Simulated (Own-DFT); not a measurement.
# Computed records: GaAs (zincblende with one plane slipped along a stacking-fault path, atoms displaced)

All values are calculated (Own-DFT development build). A calculation, not a measurement: plane-wave PBE density functional theory by an unreviewed code, no spin, of a simulated periodic cell, stress positive in tension, free energy of the whole cell less one offset for each atom, forces on such cells passed a denser k mesh, this cell's mesh not checked; offsets are fitted by least squares, one for each functional and potential file, so energies compare only between cells with the same atoms and settings and are not formation energies; the far tail of each file's local potential was reset to the Coulomb form; each entry is a single point on an unrelaxed cell, so the pressure reflects the starting lattice, mostly measured values (interpolated for alloys), from which strain is counted, and rises with the displacements; printed positions are rounded, which can move forces by about a meV/angstrom; the program, named Own-DFT, is a retired in-house code; no spin-orbit coupling.

GaAs (zincblende with one plane slipped along a stacking-fault path, atoms displaced)

```
GaAs
1.0
      5.6533    -5.6533     0.0000
      0.0000     5.6533    -5.6533
     11.7777    11.7777    10.3644
Ga As Ga As Ga As Ga As Ga As Ga As Ga As Ga As Ga As Ga As Ga As Ga As Ga As Ga As Ga As Ga As Ga As Ga As Ga As Ga As Ga As Ga As Ga As Ga As
1 1 1 1 1 1 1 1 1 1 1 1 1 1 1 1 1 1 1 1 1 1 1 1 1 1 1 1 1 1 1 1 1 1 1 1 1 1 1 1 1 1 1 1 1 1 1 1
Direct
  0.99421 0.99140 0.00111
  0.98452 0.98049 0.12533
  0.15976 0.31637 0.16795
  0.13939 0.27817 0.29482
  0.30419 0.10688 0.33439
  0.29991 0.09275 0.46108
  0.03886 0.08568 0.49892
  0.02965 0.05514 0.62526
  0.18581 0.38896 0.66668
  0.18205 0.36648 0.79305
  0.33823 0.19145 0.83386
  0.33855 0.17551 0.95681
  0.00128 0.50298 0.99964
  0.99312 0.48432 0.12326
  0.15181 0.80662 0.16573
  0.13860 0.77685 0.29095
  0.30361 0.61718 0.33566
  0.29628 0.58964 0.46018
  0.04451 0.58236 0.49784
  0.02765 0.56174 0.62706
  0.18802 0.88106 0.66697
  0.19128 0.87587 0.79095
  0.35355 0.70261 0.83449
  0.33311 0.67397 0.95591
  0.50440 0.00747 0.99917
  0.48487 0.97091 0.12379
  0.65495 0.30285 0.16809
  0.64288 0.29316 0.29162
  0.80847 0.10992 0.33317
  0.79346 0.09126 0.45594
  0.54104 0.08667 0.49944
  0.52619 0.05483 0.62516
  0.69093 0.38212 0.66820
  0.67805 0.36078 0.79212
  0.84741 0.19964 0.83281
  0.83365 0.17096 0.95763
  0.50055 0.50189 0.99915
  0.49669 0.47846 0.12439
  0.65284 0.80398 0.16398
  0.64683 0.78593 0.29334
  0.80179 0.61294 0.33099
  0.79162 0.58571 0.45478
  0.54335 0.58109 0.50081
  0.53094 0.56424 0.62413
  0.69449 0.88840 0.66713
  0.68154 0.86116 0.78967
  0.84704 0.69023 0.83580
  0.82819 0.66997 0.95967
```

| Property | Result |
| --- | --- |
| functional | PBE |
| potential files | PseudoDojo norm-conserving, scalar-relativistic, standard set |
| wave cutoff | 42 hartree |
| occupations | Fermi-Dirac |
| smearing width | 0.1 eV |
| k mesh | 4 x 4 x 2 centred on Gamma |
| free energy of cell above offsets | -12.688 eV |
| pressure | 5.66 GPa |
| stress xx | -6.72 GPa |
| stress yy | -6.62 GPa |
| stress zz | -3.65 GPa |
| stress yz | -0.58 GPa |
| stress xz | -0.73 GPa |
| stress xy | 2.5 GPa |

Force:
```
element  x (eV/Å)  y (eV/Å)  z (eV/Å)
     Ga     0.215     0.056     -0.57
     As     0.606    -0.121    -0.324
     Ga      -0.1    -0.149     0.334
     As     0.202    -0.115    -0.831
     Ga     0.149    -0.055     0.158
     As    -3.149     -0.59    -1.861
     Ga     1.811     1.172     1.615
     As    -0.114     0.282    -0.469
     Ga     0.448     -0.49     0.243
     As    -0.064     0.158    -0.605
     Ga     0.316    -0.153    -0.289
     As    -0.112     0.474     0.417
     Ga    -0.351    -0.172     0.144
     As     0.002     0.104     0.416
     Ga    -0.102     0.208    -0.023
     As     0.007     0.326    -0.487
     Ga     0.203    -0.679     0.412
     As    -1.123    -2.145    -1.755
     Ga     0.656     2.822     1.685
     As    -0.734    -0.382    -0.106
     Ga     0.381     0.085    -0.302
     As    -0.468     0.058     0.754
     Ga    -0.617     -0.38     0.018
     As     0.718     0.345      0.12
     Ga    -0.371    -0.083     0.383
     As     0.305     0.297    -0.419
     Ga    -0.178     -0.38     0.017
     As    -0.111    -0.557     0.785
     Ga    -0.416     0.434    -0.306
     As     -1.48    -1.147    -1.324
     Ga     2.916     0.705      1.87
     As     0.039     0.038    -0.197
     Ga    -0.305     0.124    -0.238
     As     0.046     0.426    -0.253
     Ga    -0.208    -0.397     0.566
     As     0.465    -0.138    -0.187
     Ga    -0.468     0.408     0.312
     As    -0.301     0.106     0.105
     Ga     0.242     0.436     0.486
     As    -1.074     0.156    -0.411
     Ga     0.531    -0.059     0.114
     As    -0.792    -1.707    -1.294
     Ga     1.579     1.371     1.444
     As      0.04     0.057     0.628
     Ga     -0.16    -0.192    -0.125
     As     0.763     0.325    -0.101
     Ga    -0.193    -0.355    -0.375
     As     0.355    -0.526    -0.175
```
